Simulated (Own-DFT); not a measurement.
## Calculated data, SiC (twinned 3C silicon carbide, strained, atoms displaced)

All values are calculated (Own-DFT development build). A calculation, not a measurement: plane-wave PBE density functional theory by an unreviewed code, no spin, of a simulated periodic cell, stress positive in tension, free energy of the whole cell less one offset for each atom, forces on such cells passed a denser k mesh, this cell's mesh not checked; offsets are fitted by least squares, one for each functional and potential file, so energies compare only between cells with the same atoms and settings and are not formation energies; the far tail of each file's local potential was reset to the Coulomb form; each entry is a single point on an unrelaxed cell, so the pressure reflects the starting lattice, mostly measured values (interpolated for alloys), from which strain is counted, and rises with the displacements; printed positions are rounded, which can move forces by about a meV/angstrom; the program, named Own-DFT, is a retired in-house code; no spin-orbit coupling.

Common to all runs: functional PBE; potential files PseudoDojo norm-conserving, scalar-relativistic, standard set; wave cutoff 42 hartree; occupations Fermi-Dirac; smearing width 0.1 eV; hardware one NVIDIA H100; k mesh 5 x 5 x 2 centred on Gamma.

(1) SiC (twinned 3C silicon carbide, strained, atoms displaced)

```cif
# cell vector a (Å): 4.3467 -4.2863 -0.1520
# cell vector b (Å): 0.1344 4.2687 -4.2378
# cell vector c (Å): 8.7675 8.9508 8.6202
data_SiC
_symmetry_space_group_name_H-M 'P 1'
_symmetry_Int_Tables_number 1
_cell_length_a 6.1065
_cell_length_b 6.0165
_cell_length_c 15.2083
_cell_angle_alpha 88.211
_cell_angle_beta 90.966
_cell_angle_gamma 117.683
_cell_volume 494.55
loop_
_atom_site_label
_atom_site_type_symbol
_atom_site_fract_x
_atom_site_fract_y
_atom_site_fract_z
_atom_site_occupancy
Si1 Si 0.02311 0.00429 0.43485 1
C1 C 0.01069 0.00463 0.06136 1
Si2 Si 0.17423 0.33483 0.09889 1
C2 C 0.15234 0.31851 0.22455 1
Si3 Si 0.32709 0.15744 0.27133 1
C3 C 0.33100 0.15207 0.39812 1
Si4 Si 0.00924 0.51397 0.43969 1
C4 C 0.00078 0.49623 0.05997 1
Si5 Si 0.17351 0.83239 0.09734 1
C5 C 0.15663 0.81270 0.22864 1
Si6 Si 0.32853 0.65517 0.27179 1
C6 C 0.32568 0.67063 0.39825 1
Si7 Si 0.49664 0.98974 0.44282 1
C7 C 0.49523 0.98713 0.06304 1
Si8 Si 0.65343 0.32564 0.10204 1
C8 C 0.66948 0.32889 0.22361 1
Si9 Si 0.82614 0.17535 0.27066 1
C9 C 0.82773 0.15950 0.39474 1
Si10 Si 0.49918 0.51655 0.43500 1
C10 C 0.49919 0.49713 0.06268 1
Si11 Si 0.66704 0.83487 0.10305 1
C11 C 0.67886 0.84322 0.22684 1
Si12 Si 0.81720 0.66602 0.27078 1
C12 C 0.83201 0.67594 0.39178 1
Si13 Si 0.00344 0.00418 0.93948 1
C13 C 0.00189 0.99150 0.56392 1
Si14 Si 0.81955 0.66325 0.60914 1
C14 C 0.83903 0.66768 0.72805 1
Si15 Si 0.66177 0.82967 0.76929 1
C15 C 0.66600 0.84778 0.89045 1
Si16 Si 0.00552 0.50985 0.93162 1
C16 C 0.98978 0.48626 0.56497 1
Si17 Si 0.82358 0.16104 0.60256 1
C17 C 0.84382 0.15123 0.72989 1
Si18 Si 0.67322 0.33702 0.77098 1
C18 C 0.67273 0.34944 0.89512 1
Si19 Si 0.50937 0.99963 0.93566 1
C19 C 0.49827 0.00674 0.57007 1
Si20 Si 0.33217 0.66596 0.60657 1
C20 C 0.32705 0.66963 0.72195 1
Si21 Si 0.17948 0.83949 0.77430 1
C21 C 0.17035 0.83277 0.89342 1
Si22 Si 0.51529 0.49168 0.93423 1
C22 C 0.50099 0.50131 0.56061 1
Si23 Si 0.34150 0.17531 0.60006 1
C23 C 0.31788 0.16389 0.73178 1
Si24 Si 0.17487 0.33663 0.76907 1
C24 C 0.16165 0.32364 0.89531 1
```

* free energy of cell above offsets: -3.077 eV
* pressure: 6.86 GPa
* stress xx: -0.32 GPa
* stress yy: -10.71 GPa
* stress zz: -9.55 GPa
* stress yz: 8.39 GPa
* stress xz: -7.85 GPa
* stress xy: 6.53 GPa
* wall time: 192.3 s

Force:
```
element  x (eV/Å)  y (eV/Å)  z (eV/Å)
     Si    -2.335     2.926     1.608
      C    -1.408     0.678      0.15
     Si     0.011     1.052     0.925
      C     1.723     0.522    -0.265
     Si    -0.506     -1.29     0.207
      C     0.987     0.009     -3.15
     Si    -2.316       0.1     2.014
      C    -1.311     0.543    -0.764
     Si     0.339     1.081     2.907
      C    -0.117     0.789     -1.55
     Si    -0.411    -0.717    -0.848
      C    -0.409    -0.688    -0.544
     Si     1.323    -0.411    -1.416
      C    -0.521     0.103    -2.532
     Si     1.975    -1.647     0.142
      C    -1.295     3.256    -0.305
     Si      1.21    -2.042      1.53
      C     1.144     0.659    -0.519
     Si     1.327     -1.97     2.115
      C    -0.553    -0.104    -1.695
     Si     1.432    -1.249      1.03
      C    -2.053     1.787     0.178
     Si     1.365    -3.038     0.162
      C     0.421     0.282     1.166
     Si    -1.322    -0.789    -0.176
      C    -0.441    -0.111    -1.042
     Si     0.352    -2.364    -1.228
      C     0.632     0.985     1.179
     Si    -0.005    -0.672    -0.089
      C     1.319    -1.907     2.361
     Si     0.989     0.008     2.272
      C     0.711     0.456    -1.884
     Si     1.971    -0.892     0.823
      C    -0.959     1.865    -1.963
     Si    -1.002    -0.866     0.416
      C     0.471    -4.185      1.39
     Si    -0.628     2.136    -0.167
      C    -1.113    -2.947     0.219
     Si    -2.155    -0.694    -0.819
      C     2.797     1.023     2.193
     Si    -2.462    -0.178    -0.807
      C     1.155     0.861    -0.471
     Si    -1.727     5.779    -1.188
      C     0.162     0.733    -0.634
     Si    -0.821     2.794     1.938
      C     1.904    -3.307    -1.481
     Si    -0.881     1.891     0.575
      C      1.03     -0.25    -1.962
```

(2) SiC (twinned 3C silicon carbide, strained, atoms displaced)

```cif
# cell vector a (Å): 4.2659 -4.1924 0.0467
# cell vector b (Å): 0.0291 4.2682 -4.3436
# cell vector c (Å): 8.9776 8.7373 8.8298
data_SiC
_symmetry_space_group_name_H-M 'P 1'
_symmetry_Int_Tables_number 1
_cell_length_a 5.9813
_cell_length_b 6.0898
_cell_length_c 15.3265
_cell_angle_alpha 90.491
_cell_angle_beta 88.700
_cell_angle_gamma 119.566
_cell_volume 485.45
loop_
_atom_site_label
_atom_site_type_symbol
_atom_site_fract_x
_atom_site_fract_y
_atom_site_fract_z
_atom_site_occupancy
Si1 Si 0.01680 0.00814 0.43309 1
C1 C 0.97664 0.98428 0.05675 1
Si2 Si 0.18386 0.34309 0.10245 1
C2 C 0.15681 0.35017 0.22748 1
Si3 Si 0.33350 0.16234 0.27150 1
C3 C 0.33891 0.17223 0.39603 1
Si4 Si 0.99026 0.49334 0.43962 1
C4 C 0.01172 0.50602 0.05790 1
Si5 Si 0.15932 0.82253 0.10487 1
C5 C 0.16846 0.82597 0.23213 1
Si6 Si 0.34755 0.67546 0.26818 1
C6 C 0.32900 0.64279 0.39394 1
Si7 Si 0.50945 0.99787 0.43544 1
C7 C 0.50801 0.00516 0.06261 1
Si8 Si 0.67625 0.33651 0.11171 1
C8 C 0.66632 0.33542 0.23132 1
Si9 Si 0.82272 0.15381 0.26342 1
C9 C 0.83056 0.15679 0.39708 1
Si10 Si 0.49040 0.50359 0.43873 1
C10 C 0.50160 0.48505 0.05797 1
Si11 Si 0.67467 0.85279 0.10560 1
C11 C 0.68995 0.85058 0.22823 1
Si12 Si 0.81364 0.67070 0.26880 1
C12 C 0.82458 0.67342 0.39842 1
Si13 Si 0.01338 0.00837 0.93760 1
C13 C 0.00209 0.00244 0.56227 1
Si14 Si 0.83652 0.66504 0.60017 1
C14 C 0.83276 0.66349 0.73117 1
Si15 Si 0.66868 0.82865 0.77032 1
C15 C 0.66585 0.84195 0.89756 1
Si16 Si 0.02059 0.50714 0.94351 1
C16 C 0.99660 0.50415 0.55768 1
Si17 Si 0.84641 0.16658 0.60565 1
C17 C 0.83556 0.15335 0.72420 1
Si18 Si 0.64882 0.31378 0.77497 1
C18 C 0.68089 0.34400 0.89974 1
Si19 Si 0.49403 0.00534 0.94143 1
C19 C 0.49549 0.99801 0.56491 1
Si20 Si 0.32205 0.64958 0.60478 1
C20 C 0.33170 0.66424 0.72836 1
Si21 Si 0.16235 0.82087 0.77741 1
C21 C 0.17210 0.83546 0.89802 1
Si22 Si 0.50674 0.48945 0.94208 1
C22 C 0.49221 0.49189 0.56216 1
Si23 Si 0.32187 0.16146 0.60573 1
C23 C 0.32301 0.17702 0.72726 1
Si24 Si 0.18101 0.34268 0.76483 1
C24 C 0.15432 0.32804 0.89686 1
```

- free energy of cell above offsets: -1.742 eV
- pressure: 11.7 GPa
- stress xx: -8.76 GPa
- stress yy: -18.55 GPa
- stress zz: -7.79 GPa
- stress yz: 2.49 GPa
- stress xz: 4.62 GPa
- stress xy: 9.76 GPa
- wall time: 194.2 s

Force:
```
element  x (eV/Å)  y (eV/Å)  z (eV/Å)
     Si    -0.752     1.983      2.24
      C     4.633    -0.642    -0.883
     Si    -1.767     0.549     1.563
      C     0.951    -3.035     0.646
     Si    -1.015     1.513    -0.197
      C     0.477    -1.944    -0.701
     Si    -1.164    -1.092    -1.317
      C     1.617     1.759     2.588
     Si     0.671     0.731    -1.425
      C    -1.213     0.717    -1.436
     Si    -0.347     1.265     2.032
      C    -1.351      2.47    -3.239
     Si    -0.872     1.781     2.241
      C    -0.217     2.026     0.665
     Si    -2.044    -1.366    -1.483
      C    -0.513     0.123    -0.431
     Si     4.517     3.752    -1.411
      C    -0.043    -1.157    -2.348
     Si     1.804     -1.55      1.75
      C     3.231     2.105     0.394
     Si    -2.361    -1.328     1.865
      C    -4.299    -0.416     0.568
     Si      4.41     -2.14     2.738
      C    -0.081    -1.868    -0.404
     Si    -2.715     0.813     0.516
      C    -0.948    -1.466     0.056
     Si     0.102     2.296     0.629
      C     -0.37    -1.494      0.78
     Si     0.439     0.916     0.203
      C    -0.149    -1.195     0.752
     Si    -3.034    -0.338    -1.363
      C     1.063    -0.683     1.978
     Si    -2.791     1.434    -0.519
      C     1.013     2.293    -0.117
     Si      1.08    -1.042    -1.991
      C    -0.865    -1.331     0.728
     Si     1.406    -1.831    -0.942
      C     0.093    -1.184     0.155
     Si     0.777     0.967    -2.265
      C     0.243     0.207    -0.746
     Si    -1.215     0.035     -2.01
      C    -0.078    -0.045     0.186
     Si    -2.047     0.766    -3.275
      C     0.348    -0.281    -0.097
     Si     1.103    -1.363     -0.37
      C     1.546    -3.578     2.838
     Si    -1.069     4.176     2.181
      C     1.797    -2.308    -1.325
```

(3) SiC (twinned 3C silicon carbide, strained, atoms displaced)

```cif
# cell vector a (Å): 4.3697 -4.3956 0.0208
# cell vector b (Å): -0.0988 4.3176 -4.3556
# cell vector c (Å): 8.6256 8.6359 8.9093
data_SiC
_symmetry_space_group_name_H-M 'P 1'
_symmetry_Int_Tables_number 1
_cell_length_a 6.1981
_cell_length_b 6.1337
_cell_length_c 15.1114
_cell_angle_alpha 91.466
_cell_angle_beta 90.051
_cell_angle_gamma 120.860
_cell_volume 492.93
loop_
_atom_site_label
_atom_site_type_symbol
_atom_site_fract_x
_atom_site_fract_y
_atom_site_fract_z
_atom_site_occupancy
Si1 Si 0.01198 0.99845 0.43276 1
C1 C 0.01298 0.99627 0.06236 1
Si2 Si 0.15136 0.31402 0.10497 1
C2 C 0.15320 0.33539 0.22925 1
Si3 Si 0.32266 0.14953 0.27042 1
C3 C 0.32714 0.17185 0.40116 1
Si4 Si 0.01029 0.52043 0.43260 1
C4 C 0.00651 0.50456 0.06456 1
Si5 Si 0.17054 0.83805 0.10135 1
C5 C 0.17071 0.84978 0.22920 1
Si6 Si 0.32302 0.66655 0.27023 1
C6 C 0.32877 0.66749 0.39781 1
Si7 Si 0.50052 0.00431 0.43634 1
C7 C 0.49294 0.00152 0.06241 1
Si8 Si 0.66174 0.33682 0.10900 1
C8 C 0.66935 0.32837 0.23135 1
Si9 Si 0.84111 0.17288 0.27153 1
C9 C 0.82854 0.18133 0.39630 1
Si10 Si 0.48919 0.49590 0.43854 1
C10 C 0.50072 0.50197 0.07137 1
Si11 Si 0.65332 0.81711 0.10402 1
C11 C 0.67684 0.83605 0.22945 1
Si12 Si 0.83330 0.66178 0.27175 1
C12 C 0.82422 0.67462 0.39282 1
Si13 Si 0.99385 0.99164 0.94072 1
C13 C 0.00063 0.00154 0.56359 1
Si14 Si 0.83945 0.67497 0.60660 1
C14 C 0.82133 0.65935 0.72991 1
Si15 Si 0.66758 0.83806 0.77093 1
C15 C 0.64736 0.81497 0.88784 1
Si16 Si 0.99764 0.50334 0.93624 1
C16 C 0.99512 0.50704 0.56649 1
Si17 Si 0.84295 0.17626 0.60833 1
C17 C 0.84073 0.16804 0.73335 1
Si18 Si 0.66693 0.32838 0.77345 1
C18 C 0.66903 0.33631 0.89898 1
Si19 Si 0.49500 0.99040 0.93466 1
C19 C 0.51103 0.01463 0.55976 1
Si20 Si 0.33149 0.66197 0.60306 1
C20 C 0.32925 0.67391 0.72840 1
Si21 Si 0.16961 0.84275 0.77090 1
C21 C 0.17297 0.83625 0.89949 1
Si22 Si 0.49119 0.48742 0.94083 1
C22 C 0.49745 0.49420 0.56426 1
Si23 Si 0.34245 0.18217 0.60150 1
C23 C 0.35033 0.18453 0.72313 1
Si24 Si 0.16983 0.34332 0.78357 1
C24 C 0.17749 0.32819 0.89184 1
```

- free energy of cell above offsets: -3.502 eV
- pressure: 7.59 GPa
- stress xx: -10.03 GPa
- stress yy: -6.7 GPa
- stress zz: -6.03 GPa
- stress yz: 2.47 GPa
- stress xz: 5.19 GPa
- stress xy: -6.03 GPa
- wall time: 179.3 s

Force:
```
element  x (eV/Å)  y (eV/Å)  z (eV/Å)
     Si    -0.934     4.709     0.812
      C    -2.518     1.331     0.663
     Si     1.437      1.53    -1.868
      C     1.229    -1.961     0.137
     Si     3.113     3.373    -3.357
      C    -0.639    -3.447    -0.934
     Si    -0.698     2.128     2.895
      C    -1.316    -0.549     0.908
     Si      0.92     -0.05     1.296
      C     -2.51    -2.794     3.088
     Si     1.516    -0.625    -0.807
      C    -0.024    -1.237    -1.372
     Si     1.214     0.596    -0.162
      C     1.095    -1.534    -0.042
     Si      0.45    -1.658    -0.166
      C    -0.857     0.597     0.107
     Si    -0.932     0.942     1.473
      C     0.399    -1.929     0.199
     Si     1.561     0.747    -1.044
      C    -3.267    -2.127     0.887
     Si     2.448     2.321    -2.473
      C    -1.194     0.498     0.581
     Si    -0.691     0.484    -1.086
      C     0.442    -0.857     1.277
     Si    -1.181    -0.922    -1.059
      C    -0.007    -0.219    -0.794
     Si    -0.578     0.252     0.182
      C      1.58     0.125    -0.532
     Si    -1.757    -1.471    -0.316
      C     3.522     1.913      1.69
     Si     1.216    -0.383     0.944
      C     -0.06    -1.671    -0.921
     Si    -1.067     -0.54    -0.223
      C     0.307     0.479    -0.262
     Si    -0.304    -0.077    -1.124
      C    -0.791    -0.506     0.594
     Si     1.849     0.475    -0.276
      C     0.127     0.163     1.643
     Si     0.434     1.166    -1.039
      C     0.781     -0.04     0.853
     Si    -0.833    -0.179    -0.696
      C    -2.199     0.087    -0.483
     Si     1.142     -0.11    -0.906
      C      0.23     0.409    -2.991
     Si    -0.658    -0.923     2.587
      C     0.097     2.095     2.573
     Si     -4.29    -5.438    -5.057
      C     2.196     4.825       4.6
```

(4) SiC (twinned 3C silicon carbide, strained, atoms displaced)

```cif
# cell vector a (Å): 4.4583 -4.4207 0.0077
# cell vector b (Å): -0.1518 4.2766 -4.3266
# cell vector c (Å): 8.7041 8.6136 9.0173
data_SiC
_symmetry_space_group_name_H-M 'P 1'
_symmetry_Int_Tables_number 1
_cell_length_a 6.2785
_cell_length_b 6.0854
_cell_length_c 15.2075
_cell_angle_alpha 92.167
_cell_angle_beta 89.522
_cell_angle_gamma 120.891
_cell_volume 498.21
loop_
_atom_site_label
_atom_site_type_symbol
_atom_site_fract_x
_atom_site_fract_y
_atom_site_fract_z
_atom_site_occupancy
Si1 Si 0.97655 0.98218 0.43753 1
C1 C 0.99167 0.00017 0.06206 1
Si2 Si 0.17025 0.32959 0.10178 1
C2 C 0.16896 0.33796 0.22733 1
Si3 Si 0.33626 0.18279 0.27096 1
C3 C 0.31862 0.16123 0.39574 1
Si4 Si 0.00476 0.51722 0.44465 1
C4 C 0.01235 0.50046 0.06054 1
Si5 Si 0.17269 0.82636 0.10406 1
C5 C 0.16884 0.82703 0.23061 1
Si6 Si 0.33802 0.67739 0.27448 1
C6 C 0.32454 0.66563 0.38649 1
Si7 Si 0.51078 0.00753 0.43704 1
C7 C 0.50495 0.00797 0.06476 1
Si8 Si 0.65787 0.31507 0.10552 1
C8 C 0.65826 0.33051 0.22723 1
Si9 Si 0.84692 0.15849 0.27108 1
C9 C 0.83482 0.14680 0.39824 1
Si10 Si 0.49083 0.49955 0.43487 1
C10 C 0.50427 0.48665 0.05862 1
Si11 Si 0.67951 0.84652 0.10052 1
C11 C 0.66701 0.84045 0.22986 1
Si12 Si 0.82474 0.66105 0.27289 1
C12 C 0.82448 0.66579 0.38975 1
Si13 Si 0.01136 0.99805 0.93425 1
C13 C 0.00900 0.99370 0.55989 1
Si14 Si 0.82500 0.65980 0.60562 1
C14 C 0.84306 0.67060 0.72883 1
Si15 Si 0.66998 0.84118 0.76819 1
C15 C 0.68631 0.84266 0.89924 1
Si16 Si 0.00276 0.51120 0.93566 1
C16 C 0.99167 0.50151 0.55657 1
Si17 Si 0.82749 0.16780 0.60808 1
C17 C 0.84017 0.16205 0.72570 1
Si18 Si 0.66827 0.32825 0.77166 1
C18 C 0.67434 0.34408 0.89239 1
Si19 Si 0.49362 0.97244 0.94235 1
C19 C 0.49810 0.00527 0.56268 1
Si20 Si 0.32588 0.66723 0.59904 1
C20 C 0.33744 0.66812 0.73041 1
Si21 Si 0.16050 0.84726 0.77031 1
C21 C 0.19555 0.83739 0.89262 1
Si22 Si 0.50405 0.49792 0.93475 1
C22 C 0.49047 0.47589 0.56080 1
Si23 Si 0.32968 0.16343 0.60529 1
C23 C 0.33324 0.17737 0.72579 1
Si24 Si 0.14534 0.31608 0.76989 1
C24 C 0.16196 0.31966 0.89153 1
```

- free energy of cell above offsets: -2.643 eV
- pressure: 5.14 GPa
- stress xx: -5.15 GPa
- stress yy: -5.53 GPa
- stress zz: -4.75 GPa
- stress yz: 4.13 GPa
- stress xz: 4.91 GPa
- stress xy: -8.76 GPa
- wall time: 187.3 s

Force:
```
element  x (eV/Å)  y (eV/Å)  z (eV/Å)
     Si     2.882    -0.896    -1.153
      C     0.999     -2.74     0.017
     Si     0.966     0.529    -0.861
      C     0.162    -0.178    -0.078
     Si    -0.676     -1.09     1.675
      C     0.445     -0.72      0.01
     Si    -4.049    -4.013    -1.976
      C    -1.327     0.048     0.759
     Si     0.235      2.14     0.041
      C    -0.777     0.929    -0.977
     Si    -2.663    -2.366    -2.259
      C     3.699     3.278     3.319
     Si    -1.552     0.594    -0.292
      C    -2.417    -2.689     2.556
     Si     2.464     1.834    -3.816
      C     1.193    -0.542     0.804
     Si     0.062     2.497    -1.383
      C     -0.68     2.212    -2.896
     Si    -0.102    -0.305     0.355
      C     0.202     1.273    -0.377
     Si      -0.8     0.546     2.893
      C    -1.051    -1.926     1.044
     Si    -0.547    -1.828    -2.336
      C     0.922      0.51      3.21
     Si     1.098     0.787     0.822
      C    -1.026     2.227     0.923
     Si    -0.304    -0.089    -1.111
      C    -1.151     0.712     0.737
     Si    -0.194    -0.149     2.334
      C    -2.177    -0.742     0.034
     Si    -0.093    -1.378     1.633
      C     2.925     2.022     2.928
     Si    -1.204     -2.86    -1.391
      C    -1.128     2.155     0.117
     Si    -0.536     0.451    -0.915
      C     0.215    -0.557      1.72
     Si     2.013      0.03    -3.506
      C     0.431    -0.995     0.427
     Si     1.479    -0.091     1.379
      C    -1.587      0.42    -0.422
     Si     1.591    -2.795     0.199
      C    -2.229     2.082     0.464
     Si    -0.341     0.023      0.29
      C      0.66     1.779    -2.923
     Si    -0.918    -0.596     0.257
      C     0.817    -0.091     1.158
     Si     3.246    -0.465    -2.446
      C     0.824     1.023    -0.988
```

(5) SiC (twinned 3C silicon carbide, strained, atoms displaced)

```cif
# cell vector a (Å): 4.4324 -4.3562 0.0173
# cell vector b (Å): -0.0719 4.3016 -4.3710
# cell vector c (Å): 8.9043 8.7173 9.0000
data_SiC
_symmetry_space_group_name_H-M 'P 1'
_symmetry_Int_Tables_number 1
_cell_length_a 6.2147
_cell_length_b 6.1331
_cell_length_c 15.3713
_cell_angle_alpha 91.508
_cell_angle_beta 89.011
_cell_angle_gamma 120.131
_cell_volume 506.54
loop_
_atom_site_label
_atom_site_type_symbol
_atom_site_fract_x
_atom_site_fract_y
_atom_site_fract_z
_atom_site_occupancy
Si1 Si 0.01321 0.01577 0.43503 1
C1 C 0.00585 0.99819 0.06334 1
Si2 Si 0.16022 0.34245 0.10769 1
C2 C 0.17842 0.34626 0.22931 1
Si3 Si 0.33427 0.17215 0.27813 1
C3 C 0.32956 0.15858 0.39406 1
Si4 Si 0.98789 0.49581 0.43542 1
C4 C 0.01233 0.51332 0.06231 1
Si5 Si 0.17652 0.84088 0.10632 1
C5 C 0.17037 0.84920 0.23070 1
Si6 Si 0.35069 0.67867 0.26847 1
C6 C 0.31645 0.67288 0.40163 1
Si7 Si 0.49002 0.99469 0.43632 1
C7 C 0.49567 0.99455 0.06582 1
Si8 Si 0.66851 0.33808 0.11073 1
C8 C 0.67110 0.33448 0.23248 1
Si9 Si 0.85559 0.18082 0.27118 1
C9 C 0.81960 0.17270 0.40193 1
Si10 Si 0.48732 0.49865 0.44338 1
C10 C 0.50445 0.51373 0.06097 1
Si11 Si 0.65246 0.83353 0.10488 1
C11 C 0.67859 0.82534 0.22440 1
Si12 Si 0.83636 0.66681 0.27249 1
C12 C 0.83912 0.67399 0.39526 1
Si13 Si 0.99704 0.00233 0.93995 1
C13 C 0.99697 0.99987 0.56921 1
Si14 Si 0.85444 0.67951 0.60421 1
C14 C 0.81552 0.64920 0.72595 1
Si15 Si 0.66916 0.85288 0.76924 1
C15 C 0.65336 0.83236 0.89601 1
Si16 Si 0.00385 0.50132 0.93868 1
C16 C 0.01155 0.50564 0.56206 1
Si17 Si 0.84020 0.17902 0.60465 1
C17 C 0.83368 0.16032 0.72872 1
Si18 Si 0.67788 0.32995 0.76709 1
C18 C 0.66988 0.33740 0.89319 1
Si19 Si 0.50639 0.01160 0.93975 1
C19 C 0.48942 0.01377 0.56669 1
Si20 Si 0.33664 0.66867 0.60667 1
C20 C 0.32766 0.67057 0.73343 1
Si21 Si 0.16432 0.83677 0.76661 1
C21 C 0.16525 0.83930 0.89464 1
Si22 Si 0.50425 0.50329 0.93827 1
C22 C 0.48695 0.50581 0.56293 1
Si23 Si 0.33007 0.16811 0.60209 1
C23 C 0.34230 0.16456 0.72980 1
Si24 Si 0.16449 0.33830 0.76912 1
C24 C 0.16593 0.33627 0.89012 1
```

- stress yy: ?

## Withheld values
1. SiC (twinned 3C silicon carbide, strained, atoms displaced) (entry 5): stress yy?

Answers
1. -4.73 GPa

Further results for SiC (twinned 3C silicon carbide, strained, atoms displaced) (entry 5):

- free energy of cell above offsets: -4.519 eV
- pressure: 0.91 GPa
- stress xx: 2.84 GPa
- stress zz: -0.84 GPa
- stress yz: 4.47 GPa
- stress xz: 4.74 GPa
- stress xy: -1.18 GPa
- wall time: 189.7 s

Force:
```
element  x (eV/Å)  y (eV/Å)  z (eV/Å)
     Si    -1.045     1.682     2.452
      C    -0.267     1.688    -0.359
     Si    -0.127    -2.614    -0.333
      C      0.57     0.184     0.754
     Si    -1.113    -1.937    -1.998
      C     1.596     1.781     -0.67
     Si     1.625     1.713    -0.521
      C    -0.739     0.789     1.669
     Si    -1.007      1.23    -0.129
      C     0.235     -1.22     0.981
     Si     0.041     1.869     0.212
      C    -0.453    -3.605      0.09
     Si     1.592     1.655     0.495
      C     0.675     0.518    -1.954
     Si    -1.046    -0.723    -1.419
      C      0.13    -0.027     0.516
     Si    -1.568     0.773     1.309
      C    -0.448    -3.331    -0.073
     Si    -0.028    -0.754    -1.733
      C    -0.259    -0.282     2.308
     Si     1.795    -2.145    -0.925
      C     0.938      2.49    -0.199
     Si     0.383    -0.311    -0.474
      C    -0.904     1.324     0.505
     Si    -0.573    -0.624    -0.661
      C    -0.805    -0.939    -2.424
     Si    -1.965     0.656     1.941
      C     1.644     0.651    -1.897
     Si    -0.419    -1.065     4.011
      C     1.253     -0.77    -0.756
     Si    -0.571    -0.146    -1.267
      C    -0.683     0.392    -0.082
     Si    -1.134     0.317     0.716
      C     0.482     -0.26    -2.361
     Si    -0.658     2.259     0.835
      C     0.827     0.162     0.287
     Si    -1.556     0.006     0.265
      C     0.699    -3.822     0.096
     Si     0.006     1.755    -0.859
      C    -0.387    -1.747    -1.025
     Si     0.228     1.578     1.259
      C     0.304     -0.04     0.339
     Si    -1.351    -0.184    -0.445
      C     1.753    -1.967     0.487
     Si      1.11     2.604     0.137
      C    -1.151     0.712    -1.268
     Si     1.204    -1.073      0.78
      C     1.167     0.798     1.388
```
